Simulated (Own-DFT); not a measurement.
# Which way do the neighbours of a vacancy move? 2H SiC, 71 atoms (C35Si36), with one C vacancy

Calculated results; nothing here was measured. The program, named Own-DFT, is a retired in-house plane-wave density functional code that no person has reviewed. Each row is one single-point run on a periodic cell that was not relaxed, without spin or spin-orbit coupling.

Settings of every run: PBE; PseudoDojo norm-conserving scalar-relativistic files; cutoff 42 hartree; 4 x 4 x 3 k mesh centred on Gamma; Fermi-Dirac smearing of 0.1 eV.

Known limits: not probed for a lower state with spin; forces on such cells moved up to 12 meV/angstrom on a denser k mesh; stress not checked against mesh or cutoff.

Cell vectors in Å: (9.248, 0.000, 0.000); (-4.624, 8.009, 0.000); (0.000, 0.000, 10.068). Every atom was also moved at random, by a Gaussian of width 0.03 Å on each axis. The defect's site can differ from row to row. The empty site has 4 nearest neighbours, all Si. For each, d is its distance from the empty site and R the part of its force along the line away from it, positive outwards. The last column is the rms force component on atoms over 4.5 Å away.

```
run  d1 (Å)  d2 (Å)  d3 (Å)  d4 (Å)  R1 (eV/Å)  R2 (eV/Å)  R3 (eV/Å)  R4 (eV/Å)  far F (eV/Å)
  1   1.838   1.875   1.882   1.907      -0.09      -0.51      -0.17      -0.84          0.74
  2   1.861   1.886   1.888   1.927      -0.44      -0.47      -0.44      -1.00          0.93
  3   1.881   1.890   1.912   1.914      -0.28      -0.80      -0.72      -0.72          1.04
  4   1.860   1.867   1.920   1.943      -0.50      -0.30      -0.42      -0.89          0.88
  5   1.813   1.857   1.908   1.929       0.20      -0.30      -0.26      -0.43          0.90
  6   1.850   1.868   1.893   1.955      -0.08      -0.32      -0.63      -1.01          0.80
  7   1.881   1.893   1.893   1.929      -0.46      -0.32      -0.23      -1.04          0.76
  8   1.836   1.860   1.889   1.913      -0.05      -0.06      -0.66      -0.37          0.81
  9   1.863   1.893   1.902   1.916          ?          ?          ?          ?             ?
```

## Worked fit

A straight line through the 32 neighbours shown gives R = -0.46 - 7.5 (d - 1.888) eV/Å, with a scatter of 0.19 left by the moves of the other atoms. The slope, with an error of 1.1, is the pull back towards the neighbour's own site. The constant, -0.46 ± 0.03 eV/Å, is the force at the mean distance: with one bond gone, the neighbours are pushed inwards, towards the empty site. It shows how a relaxation would start, not where it would end, and it depends somewhat on the width of the random moves.

## Withheld run

Question: what mean R should the neighbours of run 9 feel? Their mean d is 1.894 Å.

The line gives -0.50 ± 0.09 eV/Å, by the scatter of the means of the runs shown. The calculation gave R = -0.13, -0.48, -0.39, -1.01, a mean of -0.51 eV/Å.
